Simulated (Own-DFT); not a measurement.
# Which defects push the lattice out? B20 RuSi

Source: density functional calculations with Own-DFT, an unreviewed in-house program that is no longer used. Nothing was measured or relaxed, and spin and spin-orbit coupling are left out.

Method: PBE; PseudoDojo norm-conserving scalar-relativistic files; cutoff 50 hartree; 5 x 4 x 5 k mesh centred on Gamma; cold (Marzari-Vanderbilt) smearing of 0.2 eV.

Limits (not all hold for every row): not probed for a lower state with spin; forces on such cells failed a check on a denser k mesh; stress not checked against mesh or cutoff.

All runs share one cell, with vectors in Å (4.709, 0.000, 4.709); (0.000, 9.417, 0.000); (-4.709, 0.000, 4.709) and a volume of 417.6 Å³. The atoms are randomly displaced, by u rms on each axis. The defect's site can differ from row to row.

```
cell,formula,u (Å),P (GPa)
no defect,Ru16Si16,0.0206,5.21
no defect,Ru16Si16,0.0450,6.36
no defect,Ru16Si16,0.0516,6.88
one Ru vacancy,Ru15Si16,0.0263,2.55
one Ru vacancy,Ru15Si16,0.0271,2.92
one Ru vacancy,Ru15Si16,0.0528,4.41
one Si vacancy,Ru16Si15,0.0284,?
one Si vacancy,Ru16Si15,0.0304,2.73
one Si vacancy,Ru16Si15,0.0479,4.77
one Si vacancy,Ru16Si15,0.0493,4.08
one Ru on a Si site,Ru17Si15,0.0295,8.06
one Ru on a Si site,Ru17Si15,0.0308,8.50
one Ru on a Si site,Ru17Si15,0.0499,9.92
one Si on a Ru site,Ru15Si17,0.0333,5.40
one Si on a Ru site,Ru15Si17,0.0522,6.73
one Si on a Ru site,Ru15Si17,0.0525,7.93
```

## What the rows give

P = P0 + c u² + a shift for each defect gives P0 = 4.55 GPa, c = 939 ± 126 GPa/Å² and a scatter of 0.41 GPa. The shifts, and each times the cell's volume:

- one Ru on a Si site: 2.93 ± 0.33 GPa, 7.6 eV
- one Si on a Ru site: 0.07 ± 0.34 GPa, 0.2 eV (not resolved)
- one Si vacancy: -2.46 ± 0.33 GPa, -6.4 eV
- one Ru vacancy: -2.58 ± 0.33 GPa, -6.7 eV

Against the defect-free cell, a freed cell would be larger where the shift is positive and smaller where it is negative (160.2 GPa Å³ is 1 eV). The atoms around the defects weren't relaxed, which would change these numbers.

## Withheld run

The question: what pressure belongs in the blank (one Si vacancy, u = 0.0284 Å)?

The fitted form gives 2.85 ± 0.49 GPa. DFT gave 2.33 GPa.
